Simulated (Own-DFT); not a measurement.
## Calculated data, Si3N4 (beta silicon nitride, strained, atoms displaced), SiC (2H silicon carbide, atoms displaced), GaP (zincblende, atoms displaced), GaP (zincblende, strained, atoms displaced)

All values are calculated (Own-DFT development build). A calculation, not a measurement: plane-wave PBE density functional theory by an unreviewed code, no spin, of a simulated periodic cell, stress positive in tension, free energy of the whole cell less one offset for each atom, forces on such cells passed a denser k mesh, this cell's mesh not checked; offsets are fitted by least squares, one for each functional and potential file, so energies compare only between cells with the same atoms and settings and are not formation energies; the far tail of each file's local potential was reset to the Coulomb form; each entry is a single point on an unrelaxed cell, so the pressure reflects the starting lattice, mostly measured values (interpolated for alloys), from which strain is counted, and rises with the displacements; printed positions are rounded, which can move forces by about a meV/angstrom; the program, named Own-DFT, is a retired in-house code; no spin-orbit coupling.

Common to all runs: functional PBE; potential files PseudoDojo norm-conserving, scalar-relativistic, standard set; wave cutoff 42 hartree; occupations Fermi-Dirac; smearing width 0.1 eV.

```yaml
- entry: 1
  formula: Si3N4
  kind: "beta silicon nitride, strained, atoms displaced"
  structure:
    cell_angstrom:
      - [7.5885, 0.0614, 0.0697]
      - [-3.7411, 6.4581, -0.0201]
      - [0.08, 0.0196, 8.6179]
    atoms_fractional:
      - [Si, 0.1833, 0.75977, 0.085]
      - [Si, 0.22244, 0.3976, 0.07205]
      - [Si, 0.58635, 0.81628, 0.08552]
      - [Si, 0.84725, 0.23738, 0.26137]
      - [Si, 0.76081, 0.58782, 0.25072]
      - [Si, 0.40154, 0.17053, 0.2511]
      - ["N", 0.33063, 0.03479, 0.07717]
      - ["N", 0.97154, 0.29707, 0.0773]
      - ["N", 0.70179, 0.66663, 0.0929]
      - ["N", 0.66525, 0.96727, 0.24713]
      - ["N", 0.03723, 0.70682, 0.24599]
      - ["N", 0.30325, 0.33179, 0.26401]
      - ["N", 0.33221, 0.66612, 0.07839]
      - ["N", 0.6701, 0.34463, 0.23946]
      - [Si, 0.16783, 0.77037, 0.4161]
      - [Si, 0.2352, 0.41011, 0.42915]
      - [Si, 0.59016, 0.81892, 0.4119]
      - [Si, 0.81889, 0.23283, 0.58615]
      - [Si, 0.779, 0.58892, 0.58594]
      - [Si, 0.415, 0.17967, 0.5905]
      - ["N", 0.32872, 0.04164, 0.41999]
      - ["N", 0.97175, 0.30157, 0.42796]
      - ["N", 0.69024, 0.66379, 0.41302]
      - ["N", 0.67609, 0.97966, 0.57345]
      - ["N", 0.01883, 0.69474, 0.58361]
      - ["N", 0.28799, 0.33029, 0.58922]
      - ["N", 0.33106, 0.66161, 0.4132]
      - ["N", 0.6704, 0.335, 0.5867]
      - [Si, 0.16656, 0.7614, 0.75342]
      - [Si, 0.22507, 0.41114, 0.74558]
      - [Si, 0.59612, 0.83003, 0.75961]
      - [Si, 0.82136, 0.22726, 0.91277]
      - [Si, 0.76565, 0.59264, 0.91237]
      - [Si, 0.41228, 0.17347, 0.92373]
      - ["N", 0.32834, 0.04461, 0.75702]
      - ["N", 0.98249, 0.31577, 0.751]
      - ["N", 0.68252, 0.66076, 0.75087]
      - ["N", 0.66267, 0.9735, 0.91134]
      - ["N", 0.04437, 0.71432, 0.9194]
      - ["N", 0.28271, 0.32023, 0.91525]
      - ["N", 0.32127, 0.65517, 0.74662]
      - ["N", 0.64251, 0.32735, 0.91715]
  settings:
    k_mesh: "3 x 3 x 3 centred on Gamma"
  results:
    "free_energy_of_cell_above_offsets [eV]": "-0.886"
    "pressure [GPa]": 18.04
    "stress_xx [GPa]": -14.92
    "stress_yy [GPa]": -20.97
    "stress_zz [GPa]": -18.22
    "stress_yz [GPa]": 0.19
    "stress_xz [GPa]": 4.86
    "stress_xy [GPa]": 0.87
    force_element: [Si, Si, Si, Si, Si, Si, "N", "N", "N", "N", "N", "N", "N", "N", Si, Si, Si, Si, Si, Si, "N", "N", "N", "N", "N", "N", "N", "N", Si, Si, Si, Si, Si, Si, "N", "N", "N", "N", "N", "N", "N", "N"]
    "force_x [eV/angstrom]": [-3.742, 1.5, 1.069, -3.563, 1.714, 0.966, 0.317, -1.811, -1.586, 0.214, -1.479, -1.516, 2.881, 2.334, 1.602, -0.306, -0.798, 2.75, -6.462, -2.458, 0.572, 0.745, 1.988, -0.454, 3.911, 3.679, -1.664, -1.225, 1.281, 3.305, -1.995, -0.522, 0.483, -6.007, 0.637, -5.657, 2.028, 0.274, -3.725, 2.059, 0.812, 7.85]
    "force_y [eV/angstrom]": [3.035, 0.757, 1.144, -0.838, 2.65, 1.815, -2.978, -0.636, 1.356, 1.46, -0.984, 0.16, -1.73, -5.342, 0.624, -1.308, 1.043, 0.251, 0.953, 0.12, -2.415, 0.804, -0.608, -3.112, 2.303, -1.716, 2.811, -0.229, 2.59, -2.484, -1.765, 2.406, 0.603, -0.808, -3.846, -2.805, -0.117, -0.571, -2.549, -0.307, 6.019, 4.243]
    "force_z [eV/angstrom]": [-0.565, 4.123, -0.187, -2.949, 0.784, -1.102, 4.1, 1.271, -4.012, 0.32, 1.431, -3.233, -0.023, 1.123, -0.362, -2.295, 0.923, 0.95, -1.208, -0.693, 1.194, -0.993, 2.439, 2.426, 0.639, -0.412, 0.356, 0.029, -1.873, 2.766, -5.432, 0.866, 2.247, -2.32, -1.616, -0.294, -0.206, 3.112, 0.91, -1.955, 0.253, -0.532]
- entry: 2
  formula: SiC
  kind: "2H silicon carbide, atoms displaced"
  structure:
    cell_angstrom: [[6.1654, 0.0, 0.0], [-3.0827, 5.3394, 0.0], [0.0, 0.0, 10.0681]]
    atoms_fractional:
      - [Si, 0.00137, 0.99944, 0.9937]
      - [Si, 0.16063, 0.32431, 0.25387]
      - [C, 0.00394, 0.9986, 0.18361]
      - [C, 0.17786, 0.33541, 0.43712]
      - [Si, 0.99713, 0.99504, 0.50293]
      - [Si, 0.16235, 0.33405, 0.74473]
      - [C, 0.00288, 0.99959, 0.68538]
      - [C, 0.16425, 0.32841, 0.93962]
      - [Si, 0.99775, 0.49541, 0.00291]
      - [Si, 0.1794, 0.83815, 0.2489]
      - [C, 0.0073, 0.50015, 0.18182]
      - [C, 0.16326, 0.83279, 0.44021]
      - [Si, 0.0022, 0.50034, 0.49827]
      - [Si, 0.17374, 0.83886, 0.74941]
      - [C, 0.01256, 0.50923, 0.6903]
      - [C, 0.15988, 0.82783, 0.94155]
      - [Si, 0.5015, 0.99968, 9.0e-05]
      - [Si, 0.66911, 0.33375, 0.24554]
      - [C, 0.50141, 0.00541, 0.19015]
      - [C, 0.66788, 0.3376, 0.43624]
      - [Si, 0.50539, 0.9967, 0.49834]
      - [Si, 0.66292, 0.33245, 0.7528]
      - [C, 0.49794, 0.00041, 0.6886]
      - [C, 0.66252, 0.33584, 0.9354]
      - [Si, 0.49677, 0.49901, 0.9988]
      - [Si, 0.65988, 0.82464, 0.25379]
      - [C, 0.49754, 0.49597, 0.18328]
      - [C, 0.6574, 0.82416, 0.43606]
      - [Si, 0.50202, 0.49659, 0.49967]
      - [Si, 0.6635, 0.83213, 0.75127]
      - [C, 0.51324, 0.50208, 0.68994]
      - [C, 0.67106, 0.83802, 0.93666]
  settings:
    hardware: "one NVIDIA H100"
    k_mesh: "5 x 5 x 3 centred on Gamma"
  results:
    "free_energy_of_cell_above_offsets [eV]": "-4.723"
    "pressure [GPa]": 3.78
    "stress_xx [GPa]": -2.46
    "stress_yy [GPa]": -2.84
    "stress_zz [GPa]": -6.03
    "stress_yz [GPa]": -0.38
    "stress_xz [GPa]": -0.11
    "stress_xy [GPa]": 1.15
    force_element: [Si, Si, C, C, Si, Si, C, C, Si, Si, C, C, Si, Si, C, C, Si, Si, C, C, Si, Si, C, C, Si, Si, C, C, Si, Si, C, C]
    "force_x [eV/angstrom]": [-0.096, 0.598, -0.637, -1.427, -0.025, 1.349, -0.684, -0.217, -0.026, -1.815, -0.387, 0.823, 0.125, -0.601, -1.294, 1.066, -0.532, 0.047, 1.271, 0.917, -1.377, 1.44, 0.954, 0.6, -0.052, 0.849, -0.17, 0.924, 0.193, 0.526, -1.775, -0.569]
    "force_y [eV/angstrom]": [-0.03, 0.349, -0.557, -0.806, 0.349, 0.044, 0.066, 0.658, -0.007, -0.707, -0.056, 0.072, 0.017, -0.524, -0.817, 0.281, 0.125, 0.849, -0.56, -0.803, 0.551, 0.223, 0.339, -0.501, 0.25, 0.625, 0.124, 0.667, 0.151, 0.322, -0.095, -0.601]
    "force_z [eV/angstrom]": [1.424, -1.689, 0.977, 0.717, -1.152, 1.238, 0.817, -1.294, -1.591, 0.112, 2.296, -0.688, 0.437, 0.715, -0.874, -1.04, -0.022, 0.426, -0.581, -0.13, 0.297, -0.634, -0.413, 1.062, -0.218, -1.865, 1.12, 0.878, 0.616, -0.354, -0.757, 0.17]
    "wall_time [s]": 116.8
- entry: 3
  formula: GaP
  kind: "zincblende, atoms displaced"
  structure:
    cell_angstrom: [[10.901, 0.0, 0.0], [0.0, 10.901, 0.0], [0.0, 0.0, 10.901]]
    atoms_fractional:
      - [Ga, 0.00017, 0.01219, 0.98505]
      - [Ga, 0.99694, 0.25144, 0.24183]
      - [Ga, 0.25275, 0.98762, 0.23579]
      - [Ga, 0.23585, 0.23654, 0.98161]
      - [P, 0.12104, 0.13281, 0.11745]
      - [P, 0.12479, 0.37071, 0.38402]
      - [P, 0.38082, 0.13166, 0.36614]
      - [P, 0.38563, 0.36976, 0.12478]
      - [Ga, 0.97879, 0.99374, 0.50219]
      - [Ga, 0.99669, 0.24921, 0.74019]
      - [Ga, 0.24064, 0.0145, 0.7414]
      - [Ga, 0.25044, 0.25456, 0.50066]
      - [P, 0.13115, 0.1351, 0.6137]
      - [P, 0.11537, 0.37382, 0.87607]
      - [P, 0.36701, 0.13313, 0.87442]
      - [P, 0.37332, 0.36323, 0.62797]
      - [Ga, 0.01592, 0.4893, 0.00627]
      - [Ga, 0.0067, 0.75782, 0.2415]
      - [Ga, 0.24685, 0.4923, 0.25474]
      - [Ga, 0.24128, 0.75408, 0.99498]
      - [P, 0.12204, 0.63874, 0.12857]
      - [P, 0.11525, 0.87594, 0.38666]
      - [P, 0.3821, 0.63353, 0.37642]
      - [P, 0.36477, 0.8742, 0.12545]
      - [Ga, 0.0015, 0.4965, 0.50483]
      - [Ga, 0.0002, 0.75716, 0.77109]
      - [Ga, 0.24231, 0.51239, 0.75416]
      - [Ga, 0.24024, 0.75177, 0.50108]
      - [P, 0.12756, 0.6094, 0.63245]
      - [P, 0.10911, 0.88014, 0.87001]
      - [P, 0.36934, 0.62584, 0.88104]
      - [P, 0.35009, 0.88329, 0.62187]
      - [Ga, 0.49535, 0.01087, 0.99414]
      - [Ga, 0.51049, 0.22745, 0.25282]
      - [Ga, 0.76446, 0.9973, 0.25051]
      - [Ga, 0.7347, 0.25839, 0.01375]
      - [P, 0.62141, 0.11309, 0.12436]
      - [P, 0.62993, 0.3757, 0.36211]
      - [P, 0.87163, 0.10896, 0.37458]
      - [P, 0.86711, 0.36432, 0.11772]
      - [Ga, 0.50935, 0.01189, 0.51325]
      - [Ga, 0.50079, 0.23299, 0.75966]
      - [Ga, 0.75955, 0.99689, 0.75562]
      - [Ga, 0.74495, 0.26363, 0.49073]
      - [P, 0.62666, 0.11415, 0.62634]
      - [P, 0.62969, 0.37813, 0.87728]
      - [P, 0.86737, 0.1221, 0.86923]
      - [P, 0.88156, 0.37179, 0.62133]
      - [Ga, 0.50052, 0.50896, 0.98198]
      - [Ga, 0.504, 0.75402, 0.2471]
      - [Ga, 0.7482, 0.49707, 0.2389]
      - [Ga, 0.77536, 0.74669, 0.00041]
      - [P, 0.622, 0.62607, 0.12208]
      - [P, 0.61833, 0.88288, 0.38729]
      - [P, 0.88223, 0.64989, 0.36866]
      - [P, 0.87575, 0.87202, 0.1243]
      - [Ga, 0.50185, 0.4977, 0.50905]
      - [Ga, 0.50568, 0.729, 0.74511]
      - [Ga, 0.75594, 0.489, 0.75864]
      - [Ga, 0.77126, 0.74938, 0.50216]
      - [P, 0.64086, 0.62067, 0.62856]
      - [P, 0.63027, 0.86651, 0.87087]
      - [P, 0.86816, 0.62836, 0.88657]
      - [P, 0.87447, 0.87735, 0.61959]
  settings:
    k_mesh: "3 x 3 x 3 centred on Gamma"
  results:
    "free_energy_of_cell_above_offsets [eV]": "-26.253"
    "pressure [GPa]": 4.95
    "stress_xx [GPa]": -4.92
    "stress_yy [GPa]": -4.71
    "stress_zz [GPa]": -5.22
    "stress_yz [GPa]": -1.29
    "stress_xz [GPa]": 0.09
    "stress_xy [GPa]": 0.28
    force_element: [Ga, Ga, Ga, Ga, P, P, P, P, Ga, Ga, Ga, Ga, P, P, P, P, Ga, Ga, Ga, Ga, P, P, P, P, Ga, Ga, Ga, Ga, P, P, P, P, Ga, Ga, Ga, Ga, P, P, P, P, Ga, Ga, Ga, Ga, P, P, P, P, Ga, Ga, Ga, Ga, P, P, P, P, Ga, Ga, Ga, Ga, P, P, P, P]
    "force_x [eV/angstrom]": [-0.705, -0.076, -1.89, 0.47, 0.147, -0.91, -1.746, -0.758, 2.766, 0.411, 0.127, 1.275, -2.204, 1.015, 0.302, 0.708, -1.791, -0.326, 1.104, 0.044, 1.11, 0.526, -0.869, 2.213, -0.255, -1.846, 1.778, 0.355, -1.814, 3.224, -0.374, 2.498, -0.154, 0.071, -2.35, -0.403, 1.429, -1.174, 0.492, 1.698, -3.219, 0.938, -1.471, 0.506, 2.031, -1.168, 0.355, -1.481, 0.129, 0.02, 0.564, -3.97, 0.616, 1.234, 0.207, 1.057, 0.018, -0.869, 0.626, -2.733, 0.035, -0.5, 2.897, 0.061]
    "force_y [eV/angstrom]": [-0.383, -0.443, 2.325, 2.358, -1.5, 0.386, -1.75, -0.057, 1.203, -0.635, -0.835, -0.369, -1.005, -0.414, -2.052, 1.279, 1.588, 1.124, 0.664, 0.476, -2.446, 0.507, -0.875, -1.18, 1.011, -2.476, -2.647, -0.909, 2.987, 1.676, 0.725, -0.532, -1.809, 2.504, -1.278, -1.879, -0.037, 0.194, 3.37, 1.745, -1.766, 1.521, -1.055, -1.535, 2.603, -0.956, 2.164, 0.373, -1.093, 0.327, 1.122, 1.626, 0.382, -0.909, -3.461, 1.466, 0.011, 1.888, 0.848, 0.373, -0.65, 0.274, -3.12, -1.043]
    "force_z [eV/angstrom]": [1.657, 1.335, 2.59, 1.856, 0.572, -1.414, 1.764, -0.643, -0.427, 0.719, 0.734, -1.143, 0.406, -1.55, -0.426, 1.009, 0.829, 1.092, -0.355, 0.073, -0.645, -1.538, 0.391, -2.072, -0.971, -2.909, 1.176, -0.045, -1.297, 1.127, -1.157, 0.393, -0.286, -0.877, -0.531, -1.356, -0.053, 0.625, 0.084, 1.055, -1.953, -1.352, -1.008, 0.651, 1.804, -0.375, 0.718, 0.017, 2.227, 0.542, 0.458, 1.768, -0.692, -0.974, -0.469, -0.358, -0.655, 0.212, -0.787, -0.173, -0.682, 0.567, -2.368, 3.087]
- entry: 4
  formula: GaP
  kind: "zincblende, strained, atoms displaced"
  structure:
    cell_angstrom: [[10.862, 0.0, 0.0], [0.0, 10.862, 0.0], [0.0, 0.0, 10.9361]]
    atoms_fractional:
      - [Ga, 0.00123, 0.99772, 0.99781]
      - [Ga, 0.0009, 0.24691, 0.24963]
      - [Ga, 0.2513, 0.9983, 0.24339]
      - [Ga, 0.25363, 0.25344, 0.99519]
      - [P, 0.12481, 0.12627, 0.12785]
      - [P, 0.1287, 0.37381, 0.37758]
      - [P, 0.37595, 0.12527, 0.36894]
      - [P, 0.37867, 0.37469, 0.12347]
      - [Ga, 0.00383, 0.99789, 0.49977]
      - [Ga, 0.00185, 0.24337, 0.74615]
      - [Ga, 0.25354, 0.00448, 0.75467]
      - [Ga, 0.24067, 0.25454, 0.50115]
      - [P, 0.13242, 0.12379, 0.62691]
      - [P, 0.117, 0.37776, 0.87923]
      - [P, 0.37657, 0.1202, 0.87314]
      - [P, 0.38084, 0.38241, 0.62383]
      - [Ga, 0.99403, 0.50462, 0.99172]
      - [Ga, 0.99193, 0.75918, 0.24415]
      - [Ga, 0.25052, 0.49862, 0.24953]
      - [Ga, 0.25247, 0.74293, 0.00741]
      - [P, 0.12948, 0.62449, 0.12893]
      - [P, 0.13055, 0.868, 0.38185]
      - [P, 0.37307, 0.62256, 0.38089]
      - [P, 0.37767, 0.87048, 0.12946]
      - [Ga, 0.99229, 0.49571, 0.50904]
      - [Ga, 0.99841, 0.75182, 0.75384]
      - [Ga, 0.24759, 0.50307, 0.74354]
      - [Ga, 0.25542, 0.75244, 0.49555]
      - [P, 0.11728, 0.62945, 0.62107]
      - [P, 0.13081, 0.88037, 0.87821]
      - [P, 0.3728, 0.63259, 0.87565]
      - [P, 0.37472, 0.87546, 0.62112]
      - [Ga, 0.49557, 0.99461, 0.00017]
      - [Ga, 0.4997, 0.24505, 0.25566]
      - [Ga, 0.74623, 0.99658, 0.24092]
      - [Ga, 0.75169, 0.2576, 0.00539]
      - [P, 0.61676, 0.12217, 0.12494]
      - [P, 0.62313, 0.37229, 0.37417]
      - [P, 0.87449, 0.12112, 0.37611]
      - [P, 0.87811, 0.37335, 0.12922]
      - [Ga, 0.49786, 0.99342, 0.50726]
      - [Ga, 0.49936, 0.24447, 0.74651]
      - [Ga, 0.74333, 0.99865, 0.75397]
      - [Ga, 0.75947, 0.25297, 0.4992]
      - [P, 0.63266, 0.13463, 0.62758]
      - [P, 0.6294, 0.37393, 0.8718]
      - [P, 0.87211, 0.12947, 0.88195]
      - [P, 0.87933, 0.37384, 0.622]
      - [Ga, 0.50345, 0.49298, 0.99482]
      - [Ga, 0.50169, 0.74025, 0.25573]
      - [Ga, 0.75435, 0.49569, 0.24977]
      - [Ga, 0.75607, 0.74984, 0.00265]
      - [P, 0.63041, 0.62755, 0.11479]
      - [P, 0.63123, 0.88369, 0.37316]
      - [P, 0.87163, 0.61816, 0.37277]
      - [P, 0.87451, 0.87347, 0.12208]
      - [Ga, 0.49675, 0.4987, 0.50868]
      - [Ga, 0.5041, 0.75444, 0.7531]
      - [Ga, 0.74953, 0.50253, 0.75832]
      - [Ga, 0.75067, 0.75318, 0.50453]
      - [P, 0.6265, 0.61571, 0.62333]
      - [P, 0.62766, 0.87974, 0.87271]
      - [P, 0.87633, 0.63, 0.88546]
      - [P, 0.87697, 0.87614, 0.62274]
  settings:
    k_mesh: "3 x 3 x 3 centred on Gamma"
  results:
    "free_energy_of_cell_above_offsets [eV]": "-33.256"
    "pressure [GPa]": 3.58
    "stress_xx [GPa]": -3.77
    "stress_yy [GPa]": -3.77
    "stress_zz [GPa]": -3.19
    "stress_yz [GPa]": 0.57
    "stress_xz [GPa]": 0.46
    "stress_xy [GPa]": -0.18
    force_element: [Ga, Ga, Ga, Ga, P, P, P, P, Ga, Ga, Ga, Ga, P, P, P, P, Ga, Ga, Ga, Ga, P, P, P, P, Ga, Ga, Ga, Ga, P, P, P, P, Ga, Ga, Ga, Ga, P, P, P, P, Ga, Ga, Ga, Ga, P, P, P, P, Ga, Ga, Ga, Ga, P, P, P, P, Ga, Ga, Ga, Ga, P, P, P, P]
    "force_x [eV/angstrom]": [-0.019, 0.103, -0.177, -0.464, 0.256, -1.205, -0.782, 0.043, 0.212, -0.193, -0.185, 1.737, -0.627, 0.913, 0.293, -1.503, 0.95, 1.172, 0.241, -0.089, -1.338, -0.932, 0.487, 0.038, 1.145, 0.359, -0.248, -0.349, 0.682, -0.152, 0.457, -0.228, 0.247, 0.138, 0.412, -0.511, 0.705, 0.228, 0.202, 0.286, 0.892, 0.06, 1.278, -0.757, -0.451, -0.528, 0.158, -0.836, -0.263, 0.615, -0.952, -0.937, -0.662, -0.852, 0.472, -0.072, 0.915, -0.206, 0.677, -0.146, 0.23, -0.284, -0.421, -0.235]
    "force_y [eV/angstrom]": [0.73, 0.086, -0.021, -0.183, -0.24, 0.704, -0.557, -0.119, 0.152, 0.336, -0.793, -0.486, -0.201, -0.381, 0.882, -1.702, -0.627, -1.462, -0.216, 0.885, -0.051, 1.125, -0.468, -0.311, 0.94, 0.378, 0.251, -0.706, -0.04, -0.967, -1.041, -0.395, 0.013, 0.532, 0.769, -0.682, 0.441, 0.388, -0.143, 0.419, 1.586, 0.704, 0.997, -0.088, -1.141, -0.563, -0.581, -0.359, 0.934, 0.612, 0.212, 0.697, -0.894, -1.36, 1.035, 1.029, 0.281, -0.58, -0.015, -0.565, 1.425, -0.94, 0.129, 0.207]
    "force_z [eV/angstrom]": [0.242, 0.674, 0.805, 0.389, -0.857, -0.483, 1.5, 0.259, -0.039, 0.602, -0.712, -0.023, -0.135, -1.149, 0.484, 0.96, 1.924, 1.337, 0.199, -0.265, -0.195, -1.579, -0.446, -0.176, -1.649, -0.038, 0.635, 0.932, 0.221, -0.086, -0.421, 1.283, 0.145, -0.606, 0.279, 0.103, -0.499, 0.353, -0.546, -0.429, -1.067, 0.251, -0.698, -0.437, -0.612, 0.203, -0.655, 1.748, -0.003, -0.2, -0.229, -0.368, 1.163, 0.625, 0.463, -0.308, -1.664, -0.578, -0.676, -0.779, 0.694, 1.032, -1.844, 0.945]
- entry: 5
  formula: SiC
  kind: "2H silicon carbide, atoms displaced"
  structure:
    cell_angstrom: [[9.2481, 0.0, 0.0], [-4.6241, 8.0091, 0.0], [0.0, 0.0, 10.0681]]
    atoms_fractional:
      - [Si, 0.99666, 0.99508, 0.00807]
      - [Si, 0.11865, 0.23335, 0.25888]
      - [C, 0.9966, 0.98673, 0.18482]
      - [C, 0.11221, 0.21881, 0.43311]
      - [Si, 0.99223, 0.99123, 0.49724]
      - [Si, 0.11875, 0.2158, 0.74917]
      - [C, 0.98698, 0.00397, 0.67549]
      - [C, 0.11689, 0.21808, 0.93612]
      - [Si, 0.01199, 0.32833, 0.00491]
      - [Si, 0.11436, 0.54901, 0.24759]
      - [C, 0.01151, 0.32959, 0.18335]
      - [C, 0.10982, 0.55387, 0.4327]
      - [Si, 0.99558, 0.32958, 0.49958]
      - [Si, 0.10896, 0.54816, 0.74118]
      - [C, 0.00087, 0.33607, 0.6823]
      - [C, 0.10974, 0.55378, 0.94967]
      - [Si, 0.00965, 0.67528, 0.00674]
      - [Si, 0.1034, 0.8903, 0.24672]
      - [C, 0.99316, 0.66848, 0.19402]
      - [C, 0.1134, 0.89074, 0.43831]
      - [Si, 0.99881, 0.67531, 0.50615]
      - [Si, 0.12274, 0.8942, 0.7471]
      - [C, 0.00393, 0.6738, 0.69205]
      - [C, 0.11368, 0.87498, 0.94442]
      - [Si, 0.34167, 0.00318, 0.99997]
      - [Si, 0.44128, 0.22742, 0.24934]
      - [C, 0.33898, 0.99873, 0.18345]
      - [C, 0.45781, 0.22684, 0.43347]
      - [Si, 0.34227, 0.01983, 0.50463]
      - [Si, 0.44722, 0.21818, 0.7623]
      - [C, 0.33459, 0.00245, 0.68446]
      - [C, 0.44219, 0.21978, 0.93566]
      - [Si, 0.31937, 0.32943, 0.01035]
      - [Si, 0.44789, 0.56456, 0.25727]
      - [C, 0.32822, 0.33507, 0.18439]
      - [C, 0.45397, 0.56481, 0.44618]
      - [Si, 0.32914, 0.32136, 0.49984]
      - [Si, 0.44881, 0.55537, 0.74323]
      - [C, 0.33723, 0.33152, 0.67568]
      - [C, 0.44833, 0.56303, 0.94502]
      - [Si, 0.32971, 0.66039, 0.99742]
      - [Si, 0.45886, 0.89009, 0.25683]
      - [C, 0.32943, 0.65735, 0.18144]
      - [C, 0.43863, 0.89642, 0.44262]
      - [Si, 0.32655, 0.66561, 0.51041]
      - [Si, 0.45014, 0.89204, 0.746]
      - [C, 0.33423, 0.66388, 0.68913]
      - [C, 0.44449, 0.88527, 0.95447]
      - [Si, 0.67484, 0.00879, 0.00488]
      - [Si, 0.77267, 0.22764, 0.24506]
      - [C, 0.67575, 0.00639, 0.19288]
      - [C, 0.76868, 0.22172, 0.43443]
      - [Si, 0.66234, 0.9898, 0.49848]
      - [Si, 0.77877, 0.2273, 0.75562]
      - [C, 0.66723, 0.99508, 0.68525]
      - [C, 0.76344, 0.21774, 0.94122]
      - [Si, 0.66625, 0.32883, 0.00171]
      - [Si, 0.7795, 0.56543, 0.25]
      - [C, 0.66719, 0.34033, 0.19733]
      - [C, 0.77662, 0.56755, 0.43865]
      - [Si, 0.67251, 0.32233, 0.50281]
      - [Si, 0.77394, 0.55348, 0.75412]
      - [C, 0.66045, 0.32352, 0.68638]
      - [C, 0.77625, 0.5488, 0.94909]
      - [Si, 0.66109, 0.66699, 0.99756]
      - [Si, 0.77601, 0.87965, 0.26026]
      - [C, 0.6795, 0.67466, 0.1835]
      - [C, 0.78496, 0.88883, 0.43281]
      - [Si, 0.66546, 0.66009, 0.51169]
      - [Si, 0.77705, 0.88288, 0.74809]
      - [C, 0.67571, 0.67492, 0.69581]
      - [C, 0.77455, 0.88045, 0.93279]
  settings:
    hardware: "one NVIDIA H100"
    k_mesh: "4 x 4 x 3 centred on Gamma"
  results:
    "free_energy_of_cell_above_offsets [eV]": "-3.965"
    "pressure [GPa]": 6.08
    "stress_xx [GPa]": -4.24
    "stress_yy [GPa]": -3.97
    "stress_zz [GPa]": -10.01
    "stress_yz [GPa]": 0.08
    "stress_xz [GPa]": 0.0
    "stress_xy [GPa]": 0.22
    force_element: [Si, Si, C, C, Si, Si, C, C, Si, Si, C, C, Si, Si, C, C, Si, Si, C, C, Si, Si, C, C, Si, Si, C, C, Si, Si, C, C, Si, Si, C, C, Si, Si, C, C, Si, Si, C, C, Si, Si, C, C, Si, Si, C, C, Si, Si, C, C, Si, Si, C, C, Si, Si, C, C, Si, Si, C, C, Si, Si, C, C]
    "force_x [eV/angstrom]": [0.758, 0.261, -2.188, -0.61, 1.535, -1.593, 2.695, -1.368, -2.376, -1.484, -2.613, -0.295, 0.011, -0.505, 0.333, 0.199, -1.071, 3.762, 2.445, 0.011, 0.701, -2.198, -0.017, -0.905, -0.834, 1.126, -0.707, -1.991, -0.439, -0.823, 0.932, -0.496, 3.1, 0.886, 1.094, -1.677, 0.741, -0.438, 0.256, -0.623, -0.026, -2.926, 0.708, 1.529, 0.501, -0.419, -0.29, 0.809, -0.31, 1.791, 0.56, 3.805, -0.15, 0.756, 0.039, 3.397, -1.737, 0.336, -0.502, 1.899, -3.013, 1.41, 0.312, -0.246, 2.043, 0.207, -2.8, -2.209, -0.023, -0.672, -0.509, 0.136]
    "force_y [eV/angstrom]": [-1.11, -2.716, 2.885, -0.06, 1.507, 0.894, -0.361, -1.133, 0.791, 1.413, 0.063, -0.164, 0.316, 1.735, -1.536, -1.123, -3.878, -0.624, -0.431, 1.044, -1.05, -0.813, -1.296, 4.665, -1.242, -1.43, 0.625, 0.587, -2.467, 0.496, 0.493, 0.818, 1.567, -0.527, 0.533, -1.44, 1.918, -0.408, -0.282, -2.836, 1.221, -0.393, 1.667, -1.45, 0.441, -0.712, 0.414, 0.734, -2.991, -0.21, -0.684, -1.567, 1.331, -1.355, 0.857, 0.718, 1.377, -1.176, -0.109, -2.009, 3.289, -0.204, 1.4, 1.115, -0.287, 1.883, -1.022, -1.189, 1.515, 2.654, -2.899, 2.219]
    "force_z [eV/angstrom]": [-2.359, -2.341, 1.609, 2.307, -0.901, -1.03, 2.547, -0.295, -1.652, -0.018, 1.577, 1.683, -1.271, 2.502, 1.483, -2.375, 0.702, 1.177, -0.618, 0.165, -1.596, 1.353, -0.312, -2.297, 0.699, -0.571, 1.75, 0.647, -1.93, -3.523, 1.481, 2.64, -2.793, -1.049, 3.058, -0.453, -1.886, 1.735, 3.687, -2.294, 0.602, -1.43, 2.096, 0.173, -2.882, 1.744, 1.03, -3.059, -0.211, 1.151, -0.112, -0.314, -0.203, -1.011, 0.47, -0.504, 1.454, 0.844, -1.999, 0.703, -0.239, 0.886, 1.048, -1.841, 0.94, -3.529, 0.651, 2.885, -1.313, 1.039, -1.224, 0.915]
    "wall_time [s]": 388.1
```
